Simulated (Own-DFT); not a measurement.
# From a pressure shift to a lattice shift: beta-Si3N4, 112 atoms (N64Si48)

Source: density functional calculations with Own-DFT, an unreviewed in-house program that is no longer used. Nothing was measured or relaxed, and spin and spin-orbit coupling are left out.

Known weak points: forces on such cells moved up to 12 meV/angstrom on a denser k mesh; stress not checked against mesh or cutoff.

Each geometry was run with PBE and with PBEsol, otherwise alike: PseudoDojo norm-conserving scalar-relativistic files made for PBE; cutoff 42 hartree; 2 x 2 x 4 k mesh centred on Gamma; Fermi-Dirac smearing of 0.1 eV. Unstrained cell vectors in Å: (15.212, 0.000, 0.000); (-7.606, 13.174, 0.000); (0.000, 0.000, 5.818). Each has a uniform strain, of which the change of volume is shown, and random moves of rms u per axis.

```
run,volume change (%),u (Å),P with PBE (GPa),P with PBEsol (GPa)
1,-2.98,0.0470,16.70,14.24
2,0.43,0.0490,7.03,4.62
3,-0.76,0.0531,11.16,8.74
4,-0.18,0.0491,9.08,6.67
5,-1.82,0.0523,13.69,11.25
6,0.32,0.0529,8.40,6.00
7,-0.70,0.0479,10.03,7.60
8,-0.07,0.0512,9.22,6.82
9,-1.02,0.0508,9.82,7.38
10,-2.46,0.0531,14.60,12.14
11,-1.69,0.0472,12.67,?
```

Q: by how much does PBEsol shrink this cell, and what belongs in the blank?

## Solution

Write v for the change of volume as a fraction. Fitted to v and u², the PBE pressure has a slope of -258 ± 20 GPa in v, with the ions held to the strained lattice. The difference PBEsol less PBE is -2.41 + 1.8 v GPa (slope ± 0.2) and averages -2.43 GPa. Divided by the mean slope of the two, 258 GPa, that makes PBEsol's volume at a given pressure, near 10 GPa, about 0.9 % smaller, or 0.31 % in lengths. At one volume PBEsol's slope is the smaller by 2 GPa, but its pressure there is lower too. If stiffness rises by about 4 GPa for each GPa, PBEsol at equal pressure is stiffer by about 8 GPa. Files made for PBEsol would give a different shift.

For run 11 the line gives 10.23 GPa. The calculation gave 10.23 GPa.
